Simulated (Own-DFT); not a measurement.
# One host, several defects: C11b WSi2

Source: density functional calculations with Own-DFT, an unreviewed in-house program that is no longer used. Nothing was measured or relaxed, and spin and spin-orbit coupling are left out.

Common settings: PBE; PseudoDojo norm-conserving scalar-relativistic files; cutoff 50 hartree; 5 x 5 x 5 k mesh centred on Gamma; cold (Marzari-Vanderbilt) smearing of 0.2 eV.

Known weak points: forces on such cells failed a check on a denser k mesh; stress not checked against mesh or cutoff.

All runs share one cell, with vectors in Å (-2.148, -5.953, 3.409); (-6.444, 2.976, 1.136); (-2.553, -2.948, -6.757) and a volume of 403.2 Å³. u is the rms random offset of the atoms per axis. The defect's site can differ from row to row.

| cell | formula | u (Å) | P (GPa) |
|---|---|---|---|
| no defect | Si20W10 | 0.0189 | 4.52 |
| no defect | Si20W10 | 0.0193 | 4.41 |
| no defect | Si20W10 | 0.0475 | 5.59 |
| one Si vacancy | Si19W10 | 0.0258 | 3.37 |
| one Si vacancy | Si19W10 | 0.0490 | 3.54 |
| one Si vacancy | Si19W10 | 0.0556 | 5.07 |
| one Si on a W site | Si21W9 | 0.0282 | 5.98 |
| one Si on a W site | Si21W9 | 0.0502 | 6.83 |
| one Si on a W site | Si21W9 | 0.0580 | 8.21 |
| one W vacancy | Si20W9 | 0.0309 | 3.73 |
| one W vacancy | Si20W9 | 0.0314 | 3.77 |
| one W vacancy | Si20W9 | 0.0512 | 5.21 |
| one W on a Si site | Si19W11 | 0.0288 | ? |
| one W on a Si site | Si19W11 | 0.0305 | 9.86 |
| one W on a Si site | Si19W11 | 0.0481 | 10.31 |
| one W on a Si site | Si19W11 | 0.0528 | 11.18 |

## What the rows give

P = P0 + c u² + a shift for each defect gives P0 = 4.15 GPa, c = 697 ± 108 GPa/Å² and a scatter of 0.38 GPa. The shifts, and each times the cell's volume:

- one W on a Si site: 4.90 ± 0.33 GPa, 12.3 eV
- one Si on a W site: 1.30 ± 0.34 GPa, 3.3 eV
- one W vacancy: -0.97 ± 0.32 GPa, -2.4 eV
- one Si vacancy: -1.59 ± 0.33 GPa, -4.0 eV

Against the defect-free cell, a freed cell would be larger where the shift is positive and smaller where it is negative (160.2 GPa Å³ is 1 eV). The atoms around the defects weren't relaxed, which would change these numbers.

## The run left out

The question: what pressure belongs in the blank (one W on a Si site, u = 0.0288 Å)?

The fit gives 9.63 ± 0.46 GPa. Computed: 9.98 GPa.
